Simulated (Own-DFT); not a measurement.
# Computed records: GaP (zincblende, atoms displaced)

Computed with Own-DFT development build. A calculation, not a measurement: plane-wave PBE density functional theory by an unreviewed code, no spin, of a simulated periodic cell, stress positive in tension, free energy of the whole cell less one offset for each atom, forces on such cells passed a denser k mesh, this cell's mesh not checked; offsets are fitted by least squares, one for each functional and potential file, so energies compare only between cells with the same atoms and settings and are not formation energies; the far tail of each file's local potential was reset to the Coulomb form; each entry is a single point on an unrelaxed cell, so the pressure reflects the starting lattice, mostly measured values (interpolated for alloys), from which strain is counted, and rises with the displacements; printed positions are rounded, which can move forces by about a meV/angstrom; the program, named Own-DFT, is a retired in-house code; no spin-orbit coupling; before rounding, a Quantum ESPRESSO 7.3.1 run of the same cell and cutoff gave forces within 1 meV/angstrom rms on each cell, which checks the program and not the settings.

Common to all runs: functional PBE; potential files PseudoDojo norm-conserving, scalar-relativistic, standard set; wave cutoff 42 hartree; occupations Fermi-Dirac; smearing width 0.1 eV; k mesh 2 x 3 x 3 centred on Gamma.

(1) GaP (zincblende, atoms displaced)

```
GaP
1.0
     16.3515     0.0000     0.0000
      0.0000    10.9010     0.0000
      0.0000     0.0000    10.9010
Ga P Ga P Ga P Ga P Ga P Ga P Ga P Ga P Ga P Ga P Ga P Ga P
4 4 4 4 4 4 4 4 4 4 4 4 4 4 4 4 4 4 4 4 4 4 4 4
Direct
  0.00235 0.00220 0.99633
  0.99808 0.25173 0.25453
  0.16638 0.00233 0.24679
  0.16803 0.24656 0.99905
  0.08315 0.12636 0.12494
  0.07518 0.37306 0.37415
  0.24962 0.12975 0.37542
  0.25143 0.36800 0.12773
  0.99535 0.99886 0.49963
  0.99447 0.24602 0.75515
  0.16549 0.00194 0.75079
  0.17058 0.25360 0.49106
  0.08301 0.12378 0.62549
  0.08876 0.37674 0.87607
  0.24834 0.12961 0.87390
  0.25212 0.37963 0.61709
  0.99448 0.49970 0.01158
  0.99555 0.74437 0.24050
  0.16780 0.49840 0.24110
  0.17244 0.75334 0.99360
  0.08874 0.61372 0.12663
  0.08136 0.86756 0.37907
  0.25125 0.62789 0.38129
  0.25086 0.86917 0.12390
  0.99747 0.49812 0.50298
  0.99980 0.74850 0.74961
  0.16311 0.49756 0.74923
  0.16513 0.74922 0.50822
  0.08276 0.60982 0.62488
  0.08197 0.86730 0.87636
  0.25381 0.62863 0.87690
  0.25258 0.86943 0.61383
  0.32875 0.00244 0.00293
  0.32844 0.24397 0.25691
  0.49673 0.99893 0.24914
  0.50134 0.25438 0.00228
  0.41681 0.11626 0.13040
  0.41837 0.37808 0.37796
  0.58504 0.11367 0.37601
  0.58115 0.37519 0.13439
  0.33183 0.99974 0.49648
  0.33313 0.24903 0.75156
  0.49797 0.00447 0.75235
  0.50051 0.24394 0.49378
  0.41882 0.12281 0.63010
  0.41671 0.36747 0.87516
  0.57821 0.13224 0.87813
  0.58626 0.38587 0.62292
  0.33385 0.49371 0.99821
  0.32963 0.75336 0.24631
  0.50332 0.50470 0.24989
  0.49852 0.75641 0.99502
  0.41707 0.61874 0.12313
  0.41576 0.87204 0.37547
  0.58000 0.62511 0.37599
  0.58093 0.87769 0.12844
  0.32807 0.49978 0.49737
  0.33555 0.75693 0.75094
  0.49948 0.49847 0.75213
  0.49529 0.75130 0.49880
  0.41761 0.62230 0.61999
  0.41961 0.87048 0.87209
  0.58743 0.62505 0.87175
  0.58582 0.87333 0.62865
  0.66846 0.99515 0.99852
  0.66805 0.25626 0.25797
  0.82728 0.00404 0.24710
  0.83545 0.24868 0.00169
  0.74862 0.13975 0.12481
  0.74730 0.37911 0.38205
  0.92381 0.12799 0.37429
  0.91382 0.38066 0.12800
  0.66632 0.99867 0.50807
  0.66722 0.24700 0.74212
  0.82868 0.00005 0.75401
  0.83035 0.25691 0.49473
  0.75018 0.12254 0.62548
  0.74903 0.37170 0.88196
  0.91826 0.12086 0.87659
  0.91591 0.38085 0.63230
  0.66636 0.49884 0.00086
  0.66591 0.74523 0.25300
  0.83014 0.50050 0.25324
  0.83147 0.74712 0.00185
  0.75448 0.63308 0.12680
  0.74739 0.87236 0.36988
  0.91729 0.61626 0.37406
  0.91951 0.87723 0.12557
  0.66758 0.50670 0.49683
  0.66375 0.74334 0.74978
  0.82943 0.49803 0.74880
  0.83722 0.75347 0.49999
  0.75424 0.63488 0.63059
  0.74911 0.87225 0.87793
  0.91608 0.62360 0.88753
  0.92179 0.87140 0.62462
```

```
free energy of cell above offsets : -49.962 eV
pressure                          : 3.22 GPa
stress xx                         : -3.2 GPa
stress yy                         : -3.22 GPa
stress zz                         : -3.25 GPa
stress yz                         : 0.91 GPa
stress xz                         : -0.25 GPa
stress xy                         : 0.38 GPa
```

Force:
| element | x (eV/Å) | y (eV/Å) | z (eV/Å) |
| --- | --- | --- | --- |
| Ga | 0.167 | -0.569 | 0.547 |
| Ga | 0.147 | 0.121 | -1.314 |
| Ga | -0.202 | -0.697 | 0.573 |
| Ga | -0.355 | 0.54 | 0.386 |
| P | -0.169 | 0.166 | -0.09 |
| P | 1.726 | 0.597 | 0.2 |
| P | -0.389 | -1.558 | 0.111 |
| P | 0.01 | 0.173 | -0.433 |
| Ga | 1.31 | -0.015 | 0.1 |
| Ga | 1.302 | 0.659 | -0.478 |
| Ga | 0.129 | -0.7 | -0.357 |
| Ga | -1.343 | 0.266 | 0.934 |
| P | -0.108 | 0.474 | -0.363 |
| P | -1.631 | -0.575 | 0.586 |
| P | 0.33 | -0.838 | -0.05 |
| P | -0.674 | -0.901 | 1.358 |
| Ga | 1.462 | 0.001 | -0.878 |
| Ga | 1.079 | -0.332 | 0.824 |
| Ga | 0.551 | -0.649 | 1.914 |
| Ga | -0.91 | -0.837 | 0.594 |
| P | -0.991 | 1.937 | -1.145 |
| P | -0.075 | 0.46 | -0.68 |
| P | -0.871 | -0.021 | -1.207 |
| P | -0.649 | 1.238 | -0.051 |
| Ga | -0.044 | -0.336 | -0.292 |
| Ga | 0.114 | -1.102 | 0.288 |
| Ga | 1.421 | 0.07 | 0.248 |
| Ga | -0.538 | -0.751 | -0.641 |
| P | -0.229 | 1.798 | 0.094 |
| P | 0.501 | 0.802 | -0.29 |
| P | -0.151 | -0.735 | -0.842 |
| P | -0.274 | 0.944 | 1.69 |
| Ga | 0.731 | -0.35 | -0.496 |
| Ga | 1.777 | 0.894 | -0.69 |
| Ga | 0.501 | -0.525 | 0.653 |
| Ga | -0.524 | -0.407 | 0.829 |
| P | -0.628 | 1.446 | -0.691 |
| P | -0.406 | -0.388 | -0.522 |
| P | -0.024 | 0.868 | -0.213 |
| P | 0.632 | 0.091 | -0.712 |
| Ga | 0.522 | 0.307 | 0.19 |
| Ga | -0.077 | 0.142 | -0.78 |
| Ga | 0.751 | -0.637 | 0.223 |
| Ga | 0.298 | 0.546 | 0.596 |
| P | -0.816 | 0.306 | -0.998 |
| P | 0.053 | 0.762 | -0.015 |
| P | 1.248 | -0.823 | -0.453 |
| P | -0.321 | -1.276 | -0.1 |
| Ga | -0.038 | 0.121 | 0.214 |
| Ga | 0.954 | -1.138 | 0.622 |
| Ga | -0.964 | -0.362 | 0.204 |
| Ga | 0.725 | -1.128 | 0.83 |
| P | -0.094 | 0.861 | -0.096 |
| P | -0.309 | 0.491 | -0.534 |
| P | 0.547 | 0.518 | 0.172 |
| P | 0.509 | -0.518 | -0.364 |
| Ga | 1.487 | 0.339 | -0.178 |
| Ga | -0.049 | -0.949 | -0.765 |
| Ga | -0.009 | 0.206 | -0.201 |
| Ga | 0.772 | -0.02 | 0.496 |
| P | -0.503 | 0.002 | 0.792 |
| P | -0.881 | 1.488 | 0.209 |
| P | -1.186 | -0.477 | 0.995 |
| P | -0.966 | 0.054 | -0.053 |
| Ga | -0.69 | 1.036 | 0.461 |
| Ga | -0.655 | -0.615 | -0.046 |
| Ga | 0.796 | 0.118 | 0.142 |
| Ga | 0.314 | 0.411 | -0.207 |
| P | -0.245 | -1.294 | 0.059 |
| P | 0.164 | 0.238 | -0.768 |
| P | -2.289 | -0.452 | 0.24 |
| P | -0.217 | -1.256 | 0.477 |
| Ga | 0.266 | -0.55 | -0.637 |
| Ga | -0.534 | 0.709 | 0.818 |
| Ga | 0.823 | -0.486 | -0.246 |
| Ga | 1.167 | -0.745 | 0.875 |
| P | 0.477 | 0.352 | -0.432 |
| P | 0.057 | -0.141 | -0.921 |
| P | -0.894 | 0.04 | 0.139 |
| P | -0.321 | -0.933 | -0.527 |
| Ga | 0.13 | 0.206 | 0.577 |
| Ga | -0.47 | 0.261 | -0.465 |
| Ga | -0.045 | 0.042 | -0.086 |
| Ga | 0.9 | 1.08 | -0.109 |
| P | -1.329 | -1.277 | 0.374 |
| P | 0.447 | 0.468 | 0.978 |
| P | -0.243 | 0.916 | 0.176 |
| P | -0.932 | 0.364 | -0.476 |
| Ga | -0.017 | 0.686 | 0.923 |
| Ga | 0.672 | 0.914 | -0.101 |
| Ga | 0.137 | 0.362 | 1.114 |
| Ga | -0.145 | -0.201 | -0.551 |
| P | -0.334 | -0.668 | -0.902 |
| P | -0.058 | -0.289 | -0.396 |
| P | -0.106 | 0.012 | -1.476 |
| P | -1.182 | 0.621 | 0.494 |

(2) GaP (zincblende, atoms displaced)

```
GaP
1.0
     16.3515     0.0000     0.0000
      0.0000    10.9010     0.0000
      0.0000     0.0000    10.9010
Ga P Ga P Ga P Ga P Ga P Ga P Ga P Ga P Ga P Ga P Ga P Ga P
4 4 4 4 4 4 4 4 4 4 4 4 4 4 4 4 4 4 4 4 4 4 4 4
Direct
  0.99483 0.00367 0.99705
  0.99617 0.24716 0.24241
  0.16195 0.99765 0.24770
  0.16238 0.25266 0.00244
  0.08307 0.12322 0.11981
  0.08227 0.36831 0.37236
  0.24973 0.13086 0.37458
  0.24790 0.37938 0.13445
  0.99612 0.00729 0.49639
  0.99670 0.25180 0.74418
  0.16751 0.00283 0.75276
  0.16948 0.24782 0.50479
  0.08137 0.12075 0.62908
  0.09117 0.38083 0.86927
  0.24960 0.12193 0.87575
  0.25619 0.37908 0.62616
  0.99658 0.49982 0.99858
  0.99672 0.75345 0.24427
  0.16612 0.50177 0.25039
  0.16463 0.74657 0.99940
  0.08328 0.62225 0.11887
  0.08578 0.87069 0.37489
  0.24890 0.62728 0.37569
  0.25041 0.87164 0.12654
  0.99606 0.49255 0.49926
  0.99625 0.74866 0.74354
  0.16753 0.50560 0.74971
  0.16731 0.74356 0.49881
  0.08103 0.62630 0.62131
  0.08541 0.87301 0.88112
  0.25061 0.62765 0.87809
  0.24341 0.87598 0.62819
  0.32825 0.99453 0.99918
  0.32862 0.25392 0.25298
  0.50361 0.00114 0.24534
  0.49758 0.24232 0.99964
  0.41449 0.12947 0.12440
  0.41498 0.38621 0.37987
  0.57644 0.13057 0.37736
  0.58895 0.37776 0.12645
  0.33684 0.00816 0.50990
  0.33429 0.25078 0.74826
  0.49843 0.00100 0.75542
  0.50293 0.24607 0.49971
  0.42016 0.12889 0.63223
  0.42012 0.36953 0.87643
  0.58042 0.12798 0.88030
  0.58102 0.37498 0.62247
  0.33046 0.49848 0.00348
  0.33487 0.74886 0.24848
  0.49883 0.50079 0.25013
  0.49337 0.75376 0.99849
  0.41703 0.62805 0.11797
  0.41503 0.87212 0.37342
  0.58264 0.62521 0.37436
  0.57771 0.87465 0.12347
  0.33577 0.49795 0.50225
  0.33968 0.74825 0.74766
  0.49800 0.49678 0.75017
  0.50369 0.75239 0.50055
  0.41734 0.62459 0.62309
  0.41402 0.87443 0.87944
  0.58061 0.61973 0.87880
  0.58559 0.87967 0.63106
  0.66218 0.99398 0.00061
  0.67135 0.24408 0.25232
  0.83757 0.00215 0.25565
  0.83472 0.24582 0.00905
  0.74796 0.12858 0.12632
  0.74665 0.37775 0.37729
  0.92071 0.13535 0.37981
  0.91453 0.37659 0.13010
  0.66296 0.00420 0.49944
  0.66169 0.25452 0.74606
  0.83507 0.00081 0.75010
  0.83210 0.24472 0.49987
  0.74844 0.12511 0.62536
  0.75841 0.37497 0.87839
  0.91496 0.11441 0.87467
  0.91784 0.37735 0.62203
  0.66025 0.50565 0.99877
  0.66335 0.74814 0.25046
  0.83123 0.49725 0.25284
  0.82962 0.75204 0.98915
  0.74876 0.63123 0.12072
  0.74990 0.87308 0.37779
  0.91789 0.61839 0.37408
  0.92162 0.86807 0.13198
  0.66531 0.50749 0.49548
  0.67321 0.75530 0.74399
  0.83559 0.49926 0.74975
  0.83243 0.74997 0.49793
  0.74827 0.62652 0.61890
  0.74641 0.87757 0.87429
  0.91592 0.63565 0.87730
  0.91715 0.87392 0.62541
```

```
free energy of cell above offsets : -50.336 eV
pressure                          : 3.18 GPa
stress xx                         : -3.08 GPa
stress yy                         : -3.18 GPa
stress zz                         : -3.29 GPa
stress yz                         : 0.47 GPa
stress xz                         : 0.26 GPa
stress xy                         : 0.59 GPa
```

Force:
| element | x (eV/Å) | y (eV/Å) | z (eV/Å) |
| --- | --- | --- | --- |
| Ga | 1.171 | -1.356 | 0.668 |
| Ga | 1.105 | 0.307 | 0.23 |
| Ga | 0.821 | 0.123 | 0.231 |
| Ga | 0.97 | 0.117 | -0.175 |
| P | -0.674 | 0.075 | 0.255 |
| P | 0.13 | 0.3 | 0.231 |
| P | -0.081 | -1.168 | 0.279 |
| P | 0.049 | -0.495 | -1.157 |
| Ga | 1.071 | -1.181 | 0.433 |
| Ga | 0.703 | -0.163 | 0.845 |
| Ga | -0.643 | -0.505 | 0.345 |
| Ga | -0.471 | 0.379 | 0.052 |
| P | 0.202 | 0.458 | -0.359 |
| P | -1.945 | -0.733 | 0.469 |
| P | 0.039 | 0.967 | 0.093 |
| P | -1.164 | -0.29 | 0.182 |
| Ga | 0.476 | -0.088 | -0.291 |
| Ga | 1.82 | -1.76 | 1.473 |
| Ga | -0.684 | 0.234 | 0.539 |
| Ga | 0.466 | 0.25 | 0.239 |
| P | -0.433 | 0.04 | 0.81 |
| P | -1.002 | 0.365 | 0.105 |
| P | 0.639 | -0.618 | -0.156 |
| P | -0.589 | 0.037 | 0.073 |
| Ga | 1.296 | 0.481 | -0.596 |
| Ga | 1.141 | 0.36 | 0.793 |
| Ga | 0.613 | 0.453 | -0.586 |
| Ga | -0.147 | 0.7 | 0.285 |
| P | -0.081 | -0.658 | 0.073 |
| P | -0.873 | 0.385 | -0.911 |
| P | 0.381 | -0.12 | -0.53 |
| P | 1.38 | -0.247 | -0.325 |
| Ga | 0.373 | 0.569 | 0.443 |
| Ga | 0.956 | 0.217 | 0.073 |
| Ga | -1.358 | 0.25 | 0.539 |
| Ga | 0.424 | 1.172 | 0.792 |
| P | -0.483 | -0.715 | 0.441 |
| P | 0.736 | -1.707 | -0.769 |
| P | 1.612 | -1.036 | -1.111 |
| P | -1.039 | -0.902 | 0.286 |
| Ga | -0.731 | -0.791 | -0.734 |
| Ga | -0.11 | -0.031 | 0.8 |
| Ga | 0.23 | -0.217 | 0.252 |
| Ga | -1.382 | 1.321 | 0.512 |
| P | -0.01 | -0.135 | -0.458 |
| P | -0.944 | 0.52 | 0.141 |
| P | 0.847 | -0.55 | -0.719 |
| P | 0.309 | 0.633 | -0.249 |
| Ga | 0.315 | -0.249 | -0.396 |
| Ga | -0.21 | -0.182 | 0.08 |
| Ga | 0.186 | 0.013 | -0.518 |
| Ga | 1.021 | -0.488 | -0.214 |
| P | -0.348 | -0.702 | 0.962 |
| P | 0.57 | 0.8 | 0.482 |
| P | -0.343 | 0.222 | -0.16 |
| P | 0.78 | -0.495 | 0.053 |
| Ga | -0.705 | 1.126 | -0.081 |
| Ga | -1.234 | 0.306 | 0.12 |
| Ga | 0.075 | 0.175 | 0.069 |
| Ga | -0.349 | 0.236 | 0.102 |
| P | 0.539 | 0.064 | 0 |
| P | 0.054 | 0.5 | -0.832 |
| P | -0.231 | 1.533 | -1.277 |
| P | -0.552 | -0.129 | -0.343 |
| Ga | 0.146 | 0.743 | 0.15 |
| Ga | -1.091 | 0.942 | 0.378 |
| Ga | -0.286 | -0.183 | -0.194 |
| Ga | 0.142 | 0.168 | -0.793 |
| P | 0.485 | -1.642 | -0.102 |
| P | 0.5 | -0.548 | 0.137 |
| P | -0.894 | -0.65 | -0.793 |
| P | 0.148 | -0.066 | -0.716 |
| Ga | 0.308 | -0.178 | -0.141 |
| Ga | 0.953 | -0.08 | 0.865 |
| Ga | -0.835 | -0.517 | -0.488 |
| Ga | -0.369 | 1.008 | 0.309 |
| P | -0.029 | -0.031 | 0.178 |
| P | -1.489 | -0.043 | -0.14 |
| P | -0.116 | 2.011 | -0.024 |
| P | -1.043 | -0.628 | 0.423 |
| Ga | 1.628 | -0.661 | 0.25 |
| Ga | 0.447 | 0.427 | -0.264 |
| Ga | -0.428 | 0.677 | -0.243 |
| Ga | 0.111 | 0.444 | 1.405 |
| P | 0.044 | -0.552 | 0.278 |
| P | -0.464 | 0.668 | -0.462 |
| P | -0.313 | 0.8 | -0.114 |
| P | -2.204 | 1.895 | -1.912 |
| Ga | -0.224 | -0.721 | 0.476 |
| Ga | -1.077 | -0.864 | 0.527 |
| Ga | -0.137 | 0.549 | -0.001 |
| Ga | 0.52 | -0.266 | -0.024 |
| P | 0.655 | -0.377 | 0.627 |
| P | 0.575 | 0.467 | -0.118 |
| P | 0.154 | -1.274 | -0.716 |
| P | -0.501 | 0.502 | -0.666 |
